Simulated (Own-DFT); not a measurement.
# One host, several defects: D0_22 TiAl3

Calculated, not measured: single-point runs of Own-DFT, a retired in-house plane-wave DFT program that no person has reviewed, on unrelaxed cells, without spin or spin-orbit coupling.

All runs used: PBE; PseudoDojo norm-conserving scalar-relativistic files; cutoff 42 hartree; 4 x 4 x 4 k mesh centred on Gamma; cold (Marzari-Vanderbilt) smearing of 0.2 eV.

Keep in mind: forces on such cells failed a check on a denser k mesh; stress not checked against mesh or cutoff.

All runs share one cell, with vectors in Å (-2.365, -6.981, 4.326); (-7.667, 3.491, 1.442); (-2.950, -3.488, -7.241) and a volume of 625.4 Å³. The atoms are randomly displaced, by u rms on each axis. The defect's site can differ from row to row.

| cell | formula | u (Å) | P (GPa) |
|---|---|---|---|
| no defect | Al30Ti10 | 0.0184 | 1.95 |
| no defect | Al30Ti10 | 0.0481 | 2.53 |
| no defect | Al30Ti10 | 0.0507 | 2.61 |
| one Ti vacancy | Al30Ti9 | 0.0307 | 1.86 |
| one Ti vacancy | Al30Ti9 | 0.0470 | 2.20 |
| one Ti vacancy | Al30Ti9 | 0.0483 | 2.16 |
| two Al on a Ti site each | Al32Ti8 | 0.0315 | 2.94 |
| two Al on a Ti site each | Al32Ti8 | 0.0325 | 2.94 |
| two Al on a Ti site each | Al32Ti8 | 0.0456 | 3.24 |
| two Al vacancies | Al28Ti10 | 0.0303 | 1.32 |
| two Al vacancies | Al28Ti10 | 0.0515 | 1.79 |
| two Al vacancies | Al28Ti10 | 0.0560 | 1.94 |
| two Ti on an Al site each | Al28Ti12 | 0.0275 | 3.08 |
| two Ti on an Al site each | Al28Ti12 | 0.0328 | 3.39 |
| two Ti on an Al site each | Al28Ti12 | 0.0488 | 3.74 |
| two Ti on an Al site each | Al28Ti12 | 0.0547 | ? |

## Fit

P = P0 + c u² + a shift for each defect gives P0 = 1.85 GPa, c = 294 ± 21 GPa/Å² and a scatter of 0.06 GPa. The shifts, and each times the cell's volume:

- two Ti on an Al site each: 1.14 ± 0.05 GPa, 4.4 eV (2.2 eV for each of its 2 sites)
- two Al on a Ti site each: 0.78 ± 0.05 GPa, 3.1 eV (1.5 eV for each of its 2 sites)
- one Ti vacancy: -0.32 ± 0.05 GPa, -1.2 eV
- two Al vacancies: -0.83 ± 0.05 GPa, -3.2 eV (-1.6 eV for each of its 2 sites)

Positive is outwards. The product with the volume (160.2 GPa Å³ to the eV) is nearly free of the cell's size; divided by the bulk modulus at the cell's pressure it gives the volume that the defect adds. The atoms around the defects weren't relaxed, which would change these numbers.

## Withheld run

Question: what pressure belongs in the blank (two Ti on an Al site each, u = 0.0547 Å)?

Estimate: 3.87 ± 0.08 GPa. The hidden result is 3.89 GPa.
